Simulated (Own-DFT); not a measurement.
# Computed records: Hf32O63 (monoclinic hafnia with one neutral oxygen vacancy, atoms displaced), Hf16O31 (monoclinic hafnia with two neutral oxygen vacancies, atoms displaced), Hf31SiO64 (monoclinic hafnia with substituted atoms, atoms displaced)

Computed with Own-DFT development build. A calculation, not a measurement: plane-wave PBE and HSE06 DFT by an unreviewed code, no spin, of a simulated cell at Gamma alone, so results move with cell size and shape, stress positive in tension, energies less offsets, not probed for a lower state with spin; hafnium file: forces about 75 meV/angstrom off all-electron values; oxygen file: force components 24 meV/angstrom off all-electron in a glass; k mesh not checked against a denser one; forces and stress are PBE's, HSE06 gives the energy alone, and its difference from PBE has offsets of its own; offsets are fitted by least squares, one for each functional and potential file, so energies compare only between cells with the same atoms and settings and are not formation energies; the far tail of each file's local potential was reset to the Coulomb form; each entry is a single point on an unrelaxed cell, so the pressure reflects the starting lattice, mostly measured values, from which strain is counted, and rises with the displacements; printed positions are rounded, which can move forces by about a meV/angstrom; the program is a retired in-house code; no spin-orbit coupling.

Common to all runs: first functional PBE; second functional HSE06; exact exchange share 0.25; screening 0.11 1/bohr; exchange divergence Gygi-Baldereschi; potential files PseudoDojo norm-conserving, scalar-relativistic, made for PBE, standard set; wave cutoff 48 hartree; occupations fixed; k mesh 1 x 1 x 1 centred on Gamma.

(1) 
```cif
# cell vector a (Å): 10.2340 0.0000 0.0000
# cell vector b (Å): 0.0000 10.3500 0.0000
# cell vector c (Å): -1.6955 0.0000 10.4453
data_Hf32O63
_symmetry_space_group_name_H-M 'P 1'
_symmetry_Int_Tables_number 1
_cell_length_a 10.2340
_cell_length_b 10.3500
_cell_length_c 10.5820
_cell_angle_alpha 90.000
_cell_angle_beta 99.220
_cell_angle_gamma 90.000
_cell_volume 1106.39
loop_
_atom_site_label
_atom_site_type_symbol
_atom_site_fract_x
_atom_site_fract_y
_atom_site_fract_z
_atom_site_occupancy
Hf1 Hf 0.14390 0.02614 0.10365 1
Hf2 Hf 0.36149 0.27492 0.14009 1
Hf3 Hf 0.36234 0.48711 0.39872 1
Hf4 Hf 0.13627 0.23113 0.35602 1
O1 O 0.03797 0.16695 0.17070 1
O2 O 0.45926 0.40454 0.07782 1
O3 O 0.45916 0.33022 0.32620 1
O4 O 0.02910 0.08500 0.42633 1
O5 O 0.22632 0.37851 0.24647 1
O6 O 0.26867 0.13260 0.00748 1
O7 O 0.27353 0.11900 0.26196 1
O8 O 0.21991 0.37064 0.49679 1
Hf5 Hf 0.14177 0.01901 0.60479 1
Hf6 Hf 0.36768 0.26884 0.64318 1
Hf7 Hf 0.36470 0.48791 0.88993 1
Hf8 Hf 0.14362 0.23155 0.85585 1
O9 O 0.03908 0.16610 0.67676 1
O10 O 0.46196 0.41888 0.57481 1
O11 O 0.46822 0.33086 0.83482 1
O12 O 0.03689 0.08508 0.92120 1
O13 O 0.22283 0.37340 0.74760 1
O14 O 0.27570 0.12862 0.51140 1
O15 O 0.26833 0.12181 0.75382 1
O16 O 0.22280 0.37146 0.98763 1
Hf9 Hf 0.13772 0.50700 0.10334 1
Hf10 Hf 0.35911 0.77043 0.14661 1
Hf11 Hf 0.36307 0.98183 0.39925 1
Hf12 Hf 0.13500 0.72475 0.36428 1
O17 O 0.03491 0.66841 0.17446 1
O18 O 0.46860 0.91528 0.08418 1
O19 O 0.46447 0.83477 0.32529 1
O20 O 0.03411 0.58593 0.42372 1
O21 O 0.22414 0.87404 0.23757 1
O22 O 0.28039 0.62698 0.00384 1
O23 O 0.27266 0.62340 0.25613 1
O24 O 0.21872 0.86966 0.48614 1
Hf13 Hf 0.13900 0.52302 0.60230 1
Hf14 Hf 0.36126 0.76575 0.65647 1
Hf15 Hf 0.36395 0.98136 0.89362 1
Hf16 Hf 0.13473 0.73449 0.85154 1
O25 O 0.04454 0.66885 0.66890 1
O26 O 0.46377 0.90739 0.57256 1
O27 O 0.45940 0.82699 0.82967 1
O28 O 0.03569 0.58237 0.92817 1
O29 O 0.22508 0.87753 0.73880 1
O30 O 0.27954 0.63511 0.51393 1
O31 O 0.27032 0.62618 0.76522 1
Hf17 Hf 0.64066 0.01761 0.09928 1
Hf18 Hf 0.86264 0.26567 0.15056 1
Hf19 Hf 0.86613 0.48165 0.39975 1
Hf20 Hf 0.63823 0.23408 0.35800 1
O32 O 0.53346 0.17394 0.16899 1
O33 O 0.95809 0.41604 0.07814 1
O34 O 0.96806 0.34109 0.32777 1
O35 O 0.52426 0.08007 0.43188 1
O36 O 0.73274 0.38171 0.24841 1
O37 O 0.76790 0.13136 0.01013 1
O38 O 0.77636 0.12652 0.25168 1
O39 O 0.72126 0.37805 0.48911 1
Hf21 Hf 0.64048 0.02083 0.60105 1
Hf22 Hf 0.86797 0.26421 0.63689 1
Hf23 Hf 0.86128 0.48566 0.89598 1
Hf24 Hf 0.63512 0.23047 0.84877 1
O40 O 0.53263 0.16855 0.66518 1
O41 O 0.96866 0.41193 0.58311 1
O42 O 0.96801 0.33833 0.83605 1
O43 O 0.53892 0.07786 0.91780 1
O44 O 0.72434 0.37919 0.74302 1
O45 O 0.78189 0.13478 0.50683 1
O46 O 0.76356 0.12166 0.76112 1
O47 O 0.72288 0.36695 0.99504 1
Hf25 Hf 0.64668 0.51500 0.09986 1
Hf26 Hf 0.86933 0.77059 0.14536 1
Hf27 Hf 0.86350 0.97857 0.39806 1
Hf28 Hf 0.63547 0.72615 0.36177 1
O48 O 0.53994 0.66911 0.18162 1
O49 O 0.96125 0.91796 0.07825 1
O50 O 0.96652 0.83188 0.31906 1
O51 O 0.53525 0.58043 0.42297 1
O52 O 0.72280 0.87124 0.23050 1
O53 O 0.77920 0.62260 0.01427 1
O54 O 0.77324 0.61647 0.25634 1
O55 O 0.73187 0.86720 0.49082 1
Hf29 Hf 0.63258 0.50955 0.60137 1
Hf30 Hf 0.85842 0.76970 0.64263 1
Hf31 Hf 0.86904 0.98599 0.89613 1
Hf32 Hf 0.64493 0.72879 0.85433 1
O56 O 0.53767 0.67029 0.67521 1
O57 O 0.96487 0.91067 0.57812 1
O58 O 0.96772 0.83365 0.82889 1
O59 O 0.54077 0.59092 0.92025 1
O60 O 0.71720 0.87198 0.73527 1
O61 O 0.77614 0.62645 0.51390 1
O62 O 0.77674 0.61744 0.76584 1
O63 O 0.72510 0.87149 0.98656 1
_calc_PBE_energy_of_cell_above_offsets '-91.139'  # eV
_calc_HSE06_less_PBE_above_offsets '0.060'  # eV
_calc_PBE_pressure 4.94  # GPa
_calc_PBE_stress_xx -5.57  # GPa
_calc_PBE_stress_yy -4.93  # GPa
_calc_PBE_stress_zz -4.3  # GPa
_calc_PBE_stress_yz 0.77  # GPa
_calc_PBE_stress_xz -0.08  # GPa
_calc_PBE_stress_xy -0.92  # GPa
```

Force:
```tsv
element	x (eV/Å)	y (eV/Å)	z (eV/Å)
Hf	-0.585	-1.783	0.852
Hf	-0.698	-1.906	1.773
Hf	-0.605	-0.964	-1.73
Hf	0.657	-0.303	-0.248
O	-0.411	0.464	0.438
O	2.499	3.487	-1.377
O	0.655	0.462	1.173
O	0.477	0.426	-0.082
O	-0.452	0.018	-0.306
O	1.111	-0.444	-0.043
O	-0.159	0.223	-0.006
O	0.544	0.231	-0.568
Hf	-0.291	-0.166	-0.255
Hf	-2.118	0.059	0.778
Hf	-0.435	-0.765	1.458
Hf	-1.322	0.772	-0.371
O	-0.998	-0.285	-0.815
O	-0.428	-0.387	0.49
O	-0.809	0.455	-1.17
O	-0.353	-0.297	0.157
O	1.021	1.494	-1.264
O	-0.188	0.161	-0.02
O	1.348	-0.506	0.705
O	-0.052	0.498	0.53
Hf	-0.806	2.193	-0.042
Hf	0.863	-0.261	-0.162
Hf	-1.419	-2.231	-1.213
Hf	1.417	1.932	-3.199
O	0.972	-1.326	-0.028
O	-0.746	0.524	-1.158
O	0.281	0.056	0.857
O	-0.321	-0.97	0.928
O	-0.235	0.859	-0.667
O	-0.437	0.483	0.678
O	0.074	-0.927	1.137
O	-0.128	0.709	0.825
Hf	0.124	-1.227	1.363
Hf	1.264	1.133	-1.277
Hf	0.133	-1	0.47
Hf	0.426	-1.071	1.674
O	-1.576	0.66	-0.156
O	0.497	0.536	0.984
O	0.371	0.607	0.664
O	0.329	0.722	-0.65
O	-0.537	0.659	0.514
O	-0.266	-1.485	-0.231
O	0.961	-1.142	-1.029
Hf	-0.772	-0.063	0.823
Hf	-0.252	0.897	-1.239
Hf	-1.226	0.211	-1.272
Hf	-1.224	-0.161	-2.411
O	0.88	-1	0.599
O	0.932	0.191	0.652
O	0.596	-0.768	0.301
O	3.21	2.165	-0.595
O	-0.851	-0.683	-0.255
O	1.379	-0.154	-0.576
O	-0.566	-1.226	1.957
O	0.131	-0.994	0.073
Hf	-1.463	-1.297	0.751
Hf	0.009	1.578	3.337
Hf	0.704	-1.927	0.496
Hf	0.664	0.159	1.876
O	0.428	-0.277	0.056
O	0.1	0.642	-0.743
O	0.073	-0.963	-1.04
O	-0.665	0.039	-0.301
O	-0.071	-0.418	-0.908
O	-1.029	-1.092	-0.483
O	1.62	-0.768	-1.071
O	-0.24	0.289	-0.448
Hf	-1.369	0.929	1.487
Hf	-1.166	-0.532	-0.271
Hf	0.51	-1.002	-1.768
Hf	0.213	0.526	-2.821
O	-0.316	-1.079	-0.997
O	1.255	1.313	-0.689
O	-0.591	1.132	1.891
O	-0.326	-0.321	0.306
O	0.102	1.104	1.338
O	0.033	0.656	-0.387
O	0.476	0.012	1.213
O	-0.615	0.976	-0.193
Hf	1.205	2.056	1.728
Hf	0.25	-0.571	1.021
Hf	-1.098	-0.833	0.564
Hf	-0.37	0.892	0.209
O	0.163	-1.218	-0.637
O	0.407	0.742	-0.203
O	-1.022	0.506	-0.479
O	-1.251	-1.754	0.631
O	0.924	0.877	-0.449
O	0.069	-0.026	0.08
O	0.263	0.873	-1.097
O	0.237	-0.012	-0.436
```

(2) 
```cif
# cell vector a (Å): 10.2340 0.0000 0.0000
# cell vector b (Å): 0.0000 10.3500 0.0000
# cell vector c (Å): -1.6955 0.0000 10.4453
data_Hf16O31
_symmetry_space_group_name_H-M 'P 1'
_symmetry_Int_Tables_number 1
_cell_length_a 10.2340
_cell_length_b 10.3500
_cell_length_c 10.5820
_cell_angle_alpha 90.000
_cell_angle_beta 99.220
_cell_angle_gamma 90.000
_cell_volume 1106.39
loop_
_atom_site_label
_atom_site_type_symbol
_atom_site_fract_x
_atom_site_fract_y
_atom_site_fract_z
_atom_site_occupancy
Hf1 Hf 0.14172 0.02598 0.11543 1
Hf2 Hf 0.35927 0.26452 0.14798 1
Hf3 Hf 0.36486 0.47532 0.38476 1
Hf4 Hf 0.12022 0.22419 0.35440 1
O1 O 0.02564 0.16995 0.17017 1
O2 O 0.46341 0.41442 0.05905 1
O3 O 0.46100 0.32045 0.33759 1
O4 O 0.03026 0.09048 0.40749 1
O5 O 0.22295 0.37509 0.23163 1
O6 O 0.28555 0.11549 0.00081 1
O7 O 0.27169 0.11546 0.24382 1
O8 O 0.22751 0.37369 0.48820 1
Hf5 Hf 0.11575 0.00999 0.59567 1
Hf6 Hf 0.35829 0.27428 0.63722 1
Hf7 Hf 0.37235 0.48203 0.90180 1
Hf8 Hf 0.14918 0.21715 0.85723 1
O9 O 0.03721 0.18023 0.67482 1
O10 O 0.46553 0.41256 0.56701 1
O11 O 0.46648 0.33695 0.83793 1
O12 O 0.04388 0.07282 0.91755 1
O13 O 0.22607 0.37952 0.75273 1
O14 O 0.27451 0.13291 0.50674 1
O15 O 0.25525 0.12428 0.75424 1
O16 O 0.22173 0.36068 0.98861 1
Hf9 Hf 0.14414 0.51069 0.11227 1
Hf10 Hf 0.36762 0.78646 0.15239 1
Hf11 Hf 0.36964 0.97552 0.39473 1
Hf12 Hf 0.13668 0.72667 0.37617 1
O17 O 0.04076 0.66942 0.18046 1
O18 O 0.45239 0.91915 0.07918 1
O19 O 0.44692 0.83366 0.32088 1
O20 O 0.03392 0.58631 0.41987 1
O21 O 0.22024 0.86850 0.24019 1
O22 O 0.26970 0.62119 0.01130 1
O23 O 0.26251 0.62212 0.25279 1
O24 O 0.22249 0.86269 0.48694 1
Hf13 Hf 0.13956 0.51358 0.59629 1
Hf14 Hf 0.36588 0.76100 0.64866 1
Hf15 Hf 0.36121 0.98869 0.88989 1
Hf16 Hf 0.12893 0.72047 0.85862 1
O25 O 0.04070 0.66742 0.67400 1
O26 O 0.47205 0.91842 0.57185 1
O27 O 0.45826 0.82391 0.82721 1
O28 O 0.04771 0.57689 0.91818 1
O29 O 0.23586 0.89673 0.73756 1
O30 O 0.26285 0.62443 0.50016 1
O31 O 0.27207 0.62983 0.75218 1
O32 O 0.23533 0.85407 0.98865 1
Hf17 Hf 0.62517 0.03864 0.09728 1
Hf18 Hf 0.87702 0.26558 0.14587 1
Hf19 Hf 0.86485 0.47795 0.40228 1
Hf20 Hf 0.64510 0.21000 0.36068 1
O33 O 0.53549 0.17320 0.16573 1
O34 O 0.96506 0.40643 0.07589 1
O35 O 0.96133 0.32271 0.31731 1
O36 O 0.54327 0.08751 0.42025 1
O37 O 0.72930 0.38431 0.25078 1
O38 O 0.77123 0.12470 0.00842 1
O39 O 0.77015 0.11936 0.26284 1
O40 O 0.71937 0.37254 0.48740 1
Hf21 Hf 0.64141 0.01437 0.59562 1
Hf22 Hf 0.85137 0.27509 0.64866 1
Hf23 Hf 0.88098 0.49068 0.90659 1
Hf24 Hf 0.64470 0.22653 0.84880 1
O41 O 0.54275 0.15735 0.68392 1
O42 O 0.96642 0.42122 0.58434 1
O43 O 0.95407 0.33914 0.82314 1
O44 O 0.55296 0.06758 0.92735 1
O45 O 0.72674 0.38209 0.75099 1
O46 O 0.76646 0.12814 0.50862 1
O47 O 0.76417 0.11627 0.76037 1
O48 O 0.73234 0.38201 0.97300 1
Hf25 Hf 0.64663 0.50856 0.11617 1
Hf26 Hf 0.85652 0.77217 0.13004 1
Hf27 Hf 0.86536 0.98790 0.40453 1
Hf28 Hf 0.62547 0.73653 0.35447 1
O49 O 0.96045 0.92151 0.07439 1
O50 O 0.96020 0.82850 0.31961 1
O51 O 0.52951 0.58900 0.41910 1
O52 O 0.72587 0.87747 0.23722 1
O53 O 0.78521 0.61584 0.03211 1
O54 O 0.72430 0.86126 0.48881 1
Hf29 Hf 0.64505 0.51039 0.60880 1
Hf30 Hf 0.86793 0.75456 0.64472 1
Hf31 Hf 0.87553 0.96681 0.89113 1
Hf32 Hf 0.62714 0.72786 0.85883 1
O55 O 0.54005 0.66017 0.68363 1
O56 O 0.95959 0.91090 0.58579 1
O57 O 0.97568 0.83967 0.83346 1
O58 O 0.53783 0.58207 0.92861 1
O59 O 0.71097 0.87868 0.73439 1
O60 O 0.76416 0.63405 0.51566 1
O61 O 0.76866 0.62176 0.75861 1
O62 O 0.73301 0.88008 0.98778 1
_calc_PBE_energy_of_cell_above_offsets '-76.315'  # eV
_calc_HSE06_less_PBE_above_offsets '1.107'  # eV
_calc_PBE_pressure 10.53  # GPa
_calc_PBE_stress_xx -12.49  # GPa
_calc_PBE_stress_yy -10.31  # GPa
_calc_PBE_stress_zz -8.78  # GPa
_calc_PBE_stress_yz 1.14  # GPa
_calc_PBE_stress_xz -1.63  # GPa
_calc_PBE_stress_xy -1.24  # GPa
```

Force:
```tsv
element	x (eV/Å)	y (eV/Å)	z (eV/Å)
Hf	-0.974	-4.116	-3.659
Hf	0.745	1.53	-1.372
Hf	-0.04	1.299	0.182
Hf	6.368	3.637	-0.388
O	4.757	-3.407	0.419
O	0.647	-1.426	4.882
O	0.288	-0.298	-1.542
O	-2.315	-4.144	2.598
O	0.284	-1.242	1.722
O	-0.752	1.468	1.961
O	0.483	0.757	2.234
O	-1.069	-0.418	-0.515
Hf	5.118	2.548	3.355
Hf	0.498	-0.587	2.286
Hf	-2.736	0.636	-1.939
Hf	-2.723	3.329	-0.362
O	-1.394	-1.598	-2.173
O	0.14	0.019	0.988
O	1.022	-2.043	-2.196
O	0.141	0.574	1.037
O	0.37	0.548	-2.448
O	-0.394	-0.741	-0.542
O	3.246	-0.789	-0.671
O	0.164	-0.357	1.263
Hf	-0.068	3.527	-1.018
Hf	-3.293	-5.422	-3.931
Hf	-2.718	1.522	1.519
Hf	0.013	1.106	-7.635
O	-1.221	-0.974	-1.656
O	2.865	2.618	-0.523
O	3.073	-0.292	2.666
O	-2.748	-2.86	1.204
O	-0.576	2.519	0.085
O	0.906	-0.288	0.281
O	1.545	-1.221	1.992
O	0.667	2.763	1.866
Hf	0.763	0.061	2.58
Hf	-0.315	0.795	0.386
Hf	0.22	-2.776	-0.583
Hf	5.151	1.808	0.461
O	-0.599	-0.215	-0.924
O	-1.554	-1.029	-0.726
O	0.088	0.714	0.257
O	-0.93	-0.943	1.077
O	-0.981	-0.988	-1.418
O	2.38	-0.595	2.174
O	0.279	-0.581	0.13
O	-1.185	1.744	-0.812
Hf	3.647	-4.937	2.188
Hf	-7.223	1.656	-3.689
Hf	-1.382	0.514	-1.173
Hf	0.327	6.537	-2.728
O	-1.284	1.592	1.372
O	1.822	1.486	0.397
O	-0.735	2.45	2.902
O	-3.807	-3.573	0.11
O	0.376	-0.386	-0.461
O	1.096	1.746	0.921
O	1.148	-0.2	0.328
O	0.563	-0.646	0.864
Hf	-0.417	-0.853	3.794
Hf	1.722	-0.203	2.098
Hf	-3.749	-2.526	-1.935
Hf	-0.621	1.157	2.353
O	-2.385	0.785	-2.192
O	-0.903	-0.288	-0.962
O	1.277	-0.941	0.265
O	-2.926	1.002	-3.882
O	-0.457	-0.085	-2.722
O	2.624	0.005	0.875
O	2.935	-0.11	-0.988
O	-1.167	-1.128	2.337
Hf	-0.779	0.657	-1.607
Hf	0.599	0.796	4.087
Hf	-2.37	-4.507	-4.38
Hf	2.117	-1.671	-0.66
O	1.686	0.45	0.722
O	-0.614	1.88	2.209
O	-0.456	-0.372	0.224
O	-0.668	0.49	0.318
O	-0.245	0.476	-0.941
O	0.742	2.156	0.135
Hf	-1.604	1.516	-0.136
Hf	-3.259	0.324	0.696
Hf	-4.325	3.969	1.039
Hf	1.319	0.884	0.252
O	-1.194	-0.348	-1.531
O	-0.386	0.779	-0.946
O	0.712	-3.119	-2.131
O	0.847	0.863	0.376
O	1.661	-0.766	0.226
O	1.204	-1.636	-0.836
O	1.681	0.209	1.199
O	-0.788	-2.245	-0.966
```

(3) 
```cif
# cell vector a (Å): 10.2340 0.0000 0.0000
# cell vector b (Å): 0.0000 10.3500 0.0000
# cell vector c (Å): -1.6955 0.0000 10.4453
data_Hf31SiO64
_symmetry_space_group_name_H-M 'P 1'
_symmetry_Int_Tables_number 1
_cell_length_a 10.2340
_cell_length_b 10.3500
_cell_length_c 10.5820
_cell_angle_alpha 90.000
_cell_angle_beta 99.220
_cell_angle_gamma 90.000
_cell_volume 1106.39
loop_
_atom_site_label
_atom_site_type_symbol
_atom_site_fract_x
_atom_site_fract_y
_atom_site_fract_z
_atom_site_occupancy
Hf1 Hf 0.14141 0.02326 0.10763 1
Hf2 Hf 0.35642 0.26774 0.14403 1
Hf3 Hf 0.35851 0.47935 0.39074 1
Hf4 Hf 0.14322 0.22826 0.34858 1
O1 O 0.03808 0.16605 0.17827 1
O2 O 0.47323 0.42081 0.07560 1
O3 O 0.46186 0.33423 0.33341 1
O4 O 0.04109 0.08511 0.42157 1
O5 O 0.22177 0.37834 0.23431 1
O6 O 0.27702 0.13619 0.01343 1
O7 O 0.27451 0.12622 0.26284 1
O8 O 0.22681 0.37329 0.48974 1
Hf5 Hf 0.12709 0.02979 0.59896 1
Hf6 Hf 0.35569 0.27301 0.64013 1
Hf7 Hf 0.36232 0.47683 0.89475 1
Hf8 Hf 0.14678 0.23173 0.84642 1
O9 O 0.04577 0.17242 0.67174 1
O10 O 0.46598 0.41951 0.58508 1
O11 O 0.45917 0.33285 0.82686 1
O12 O 0.04219 0.08100 0.93193 1
O13 O 0.22240 0.38269 0.74245 1
O14 O 0.28176 0.12644 0.50706 1
O15 O 0.27650 0.11573 0.76529 1
O16 O 0.22279 0.36937 0.99073 1
Hf9 Hf 0.13852 0.52201 0.10425 1
Hf10 Hf 0.35994 0.76277 0.14155 1
Hf11 Hf 0.36278 0.97709 0.39965 1
Hf12 Hf 0.13115 0.73841 0.34758 1
O17 O 0.04083 0.66058 0.16989 1
O18 O 0.46642 0.91147 0.08316 1
O19 O 0.46089 0.82708 0.33086 1
O20 O 0.02862 0.58387 0.41729 1
O21 O 0.23206 0.88140 0.23831 1
O22 O 0.27420 0.62029 0.00551 1
O23 O 0.27243 0.62696 0.25875 1
O24 O 0.21959 0.86750 0.49459 1
Hf13 Hf 0.13603 0.51743 0.60709 1
Hf14 Hf 0.36519 0.76150 0.64121 1
Hf15 Hf 0.35813 0.98324 0.89200 1
Hf16 Hf 0.14338 0.72550 0.86423 1
O25 O 0.03455 0.66872 0.67934 1
O26 O 0.46749 0.91661 0.58244 1
O27 O 0.46035 0.83870 0.82583 1
O28 O 0.04146 0.58067 0.92195 1
O29 O 0.22648 0.87433 0.74542 1
O30 O 0.27161 0.63268 0.50918 1
O31 O 0.28126 0.62450 0.77329 1
O32 O 0.22060 0.87099 0.99293 1
Hf17 Hf 0.63181 0.01304 0.09990 1
Hf18 Hf 0.86662 0.26627 0.14271 1
Hf19 Hf 0.85738 0.47419 0.39599 1
Hf20 Hf 0.64508 0.21997 0.34789 1
O33 O 0.53636 0.17124 0.17346 1
O34 O 0.95652 0.42043 0.08237 1
O35 O 0.96191 0.33314 0.32194 1
O36 O 0.53104 0.08217 0.41279 1
O37 O 0.72095 0.38306 0.24533 1
O38 O 0.79148 0.12500 0.01820 1
O39 O 0.77187 0.11338 0.25004 1
O40 O 0.73087 0.36704 0.49010 1
Hf21 Hf 0.64217 0.01873 0.60847 1
Hf22 Hf 0.85715 0.27494 0.64044 1
Hf23 Hf 0.86381 0.47587 0.89115 1
Hf24 Hf 0.63237 0.22557 0.85305 1
O41 O 0.54362 0.16739 0.67227 1
O42 O 0.96065 0.41955 0.57625 1
O43 O 0.95801 0.33847 0.82769 1
O44 O 0.53891 0.08587 0.92452 1
O45 O 0.72111 0.38069 0.74938 1
O46 O 0.77598 0.12604 0.50445 1
O47 O 0.77253 0.12676 0.75690 1
O48 O 0.71392 0.37400 0.98977 1
Hf25 Hf 0.64088 0.51197 0.10163 1
Hf26 Hf 0.86265 0.76622 0.14868 1
Hf27 Hf 0.86342 0.97911 0.39998 1
Hf28 Hf 0.63484 0.73267 0.34900 1
O49 O 0.54687 0.66386 0.17661 1
O50 O 0.96509 0.92148 0.07503 1
O51 O 0.96449 0.84255 0.33258 1
O52 O 0.53255 0.57368 0.42035 1
O53 O 0.71526 0.88614 0.24034 1
O54 O 0.77673 0.61939 0.00967 1
O55 O 0.78484 0.62103 0.25969 1
O56 O 0.72632 0.86276 0.49449 1
Si1 Si 0.63911 0.52692 0.59807 1
Hf29 Hf 0.86344 0.76628 0.65056 1
Hf30 Hf 0.86527 0.98282 0.89773 1
Hf31 Hf 0.64105 0.72586 0.84534 1
O57 O 0.53375 0.66807 0.67216 1
O58 O 0.95623 0.92408 0.58086 1
O59 O 0.96612 0.83878 0.82908 1
O60 O 0.53604 0.57982 0.92615 1
O61 O 0.72555 0.87455 0.74203 1
O62 O 0.77898 0.62839 0.50690 1
O63 O 0.76889 0.62793 0.75810 1
O64 O 0.71845 0.87218 0.98830 1
_calc_PBE_energy_of_cell_above_offsets '-86.815'  # eV
_calc_HSE06_less_PBE_above_offsets '0.414'  # eV
_calc_PBE_pressure 3.69  # GPa
_calc_PBE_stress_xx -3.14  # GPa
_calc_PBE_stress_yy -3.98  # GPa
_calc_PBE_stress_zz -3.95  # GPa
_calc_PBE_stress_yz -0.8  # GPa
_calc_PBE_stress_xz 0.02  # GPa
_calc_PBE_stress_xy 0.97  # GPa
```

Force:
```tsv
element	x (eV/Å)	y (eV/Å)	z (eV/Å)
Hf	-0.437	-0.604	-0.666
Hf	2.213	1.624	0.899
Hf	0.645	0.015	0.674
Hf	-1.004	1.132	0.856
O	0.048	-0.195	-0.561
O	-2.82	-1.876	0.356
O	0.187	-0.617	-0.543
O	-0.911	-0.165	-0.142
O	-0.177	0.259	0.435
O	0.146	-1.246	-0.741
O	0.741	-0.786	-0.495
O	-0.493	-0.289	0.234
Hf	2.165	-3.519	0.741
Hf	2.53	0.039	0.535
Hf	1.238	0.785	1.059
Hf	-1.917	-0.218	2.576
O	-1.963	1.599	-0.048
O	1.302	1.005	-0.202
O	0.221	-1.156	-0.571
O	0.327	1.386	-1.694
O	-0.195	-0.618	-0.828
O	-0.575	0.669	0.771
O	0.14	1.465	-1.344
O	0.159	-0.012	-0.462
Hf	-0.241	-1.577	-0.419
Hf	1.163	0.519	0.675
Hf	0.44	-0.205	0.116
Hf	0.973	-1.628	1.972
O	-1.987	2.371	0.253
O	-0.854	0.124	-0.558
O	0.155	-0.214	-0.066
O	0.921	0.43	0.617
O	-0.831	-0.099	0.264
O	0.415	1.002	1.701
O	0.581	-0.733	-0.022
O	0.295	0.612	-0.821
Hf	-0.43	2.175	-1.149
Hf	-2.04	2.371	1.183
Hf	0.441	-2.586	0.643
Hf	-0.127	1.802	-1.962
O	0.804	-1.091	-0.502
O	-0.003	0.107	-0.589
O	1.219	-0.636	0.143
O	-1.27	-0.682	-0.017
O	-0.529	0.764	-0.725
O	-0.311	-1.129	-0.026
O	-0.07	-0.464	-1.726
O	0.67	-0.107	0.252
Hf	1.002	1.074	0.567
Hf	-1.167	0.901	0.541
Hf	0.825	1.195	-1.398
Hf	-1.691	1.36	-0.098
O	-0.393	-0.406	-0.774
O	0.984	0.187	-0.867
O	0.66	-0.526	0.858
O	0.439	-0.465	0.958
O	0.276	-1.145	-0.105
O	-0.977	0.025	-1.525
O	0.54	0.612	1.32
O	-1.577	0.208	1.051
Hf	-0.568	-0.45	-0.917
Hf	-0.583	-0.165	1.18
Hf	-1.68	1.583	1.842
Hf	0.668	1.651	0.366
O	-1.676	0.412	-0.564
O	0.935	-0.27	0.762
O	2.247	-2.255	-1
O	-1.057	-0.765	-0.184
O	0.206	1.408	-2.703
O	0.194	0.337	0.649
O	1.027	-0.724	0.339
O	1.147	-1.628	-0.616
Hf	0.674	1.299	0.405
Hf	-0.87	0.099	-1.301
Hf	-1.502	0.484	-0.737
Hf	0.279	-0.825	0.632
O	-1.739	0.737	-0.584
O	-0.203	-1.263	1.286
O	0.484	-1.221	-1.368
O	1.808	0.688	2.069
O	0.967	-1.735	0.763
O	0.719	1.771	-0.146
O	0.018	0.687	0.19
O	-0.042	0.831	-0.417
Si	-2.462	0.139	-1.257
Hf	0.132	0.831	-0.28
Hf	-0.071	-0.326	0.297
Hf	-2.172	0.747	3.04
O	2.385	-2.644	-1.428
O	0.781	0.308	0.179
O	0.238	-0.707	0.044
O	0.001	0.971	-1.257
O	-0.162	1.092	-0.35
O	-1.953	-1.376	1.394
O	1.219	-1.971	-1.089
O	0.736	-0.563	0.152
```
